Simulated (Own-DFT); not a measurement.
# Which defects push the lattice out? C11b WSi2

No measurement is shown. These are fixed-geometry runs of a retired plane-wave code named Own-DFT, which no person has reviewed; spin and spin-orbit coupling are neglected.

Common settings: PBE; PseudoDojo norm-conserving scalar-relativistic files; cutoff 50 hartree; 5 x 5 x 5 k mesh centred on Gamma; cold (Marzari-Vanderbilt) smearing of 0.2 eV.

Limits: forces on such cells failed a check on a denser k mesh; stress not checked against mesh or cutoff.

All runs share one cell, with vectors in Å (-2.148, -5.953, 3.409); (-6.444, 2.976, 1.136); (-2.553, -2.948, -6.757) and a volume of 403.2 Å³. u is the rms random offset of the atoms per axis. The defect's site can differ from row to row.

```
              cell  formula   u (Å)  P (GPa)
         no defect  Si20W10  0.0202     4.60
         no defect  Si20W10  0.0462     6.03
         no defect  Si20W10  0.0541     6.90
one W on a Si site  Si19W11  0.0315    10.08
one W on a Si site  Si19W11  0.0466    11.31
one W on a Si site  Si19W11  0.0536    11.96
    one Si vacancy  Si19W10  0.0289        ?
    one Si vacancy  Si19W10  0.0290     3.19
    one Si vacancy  Si19W10  0.0519     5.00
    one Si vacancy  Si19W10  0.0526     4.78
one Si on a W site   Si21W9  0.0264     6.18
one Si on a W site   Si21W9  0.0303     5.95
one Si on a W site   Si21W9  0.0450     6.72
```

## Analysis

P = P0 + c u² + a shift for each defect gives P0 = 4.25 GPa, c = 872 ± 69 GPa/Å² and a scatter of 0.20 GPa. The shifts, and each times the cell's volume:

- one W on a Si site: 5.10 ± 0.17 GPa, 12.8 eV
- one Si on a W site: 0.97 ± 0.17 GPa, 2.5 eV
- one Si vacancy: -1.76 ± 0.17 GPa, -4.4 eV

Against the defect-free cell, a freed cell would be larger where the shift is positive and smaller where it is negative (160.2 GPa Å³ is 1 eV). The atoms around the defects weren't relaxed, which would change these numbers.

## Withheld run

Asked: what pressure belongs in the blank (one Si vacancy, u = 0.0289 Å)?

The fit gives 3.22 ± 0.25 GPa. DFT gave 3.21 GPa.
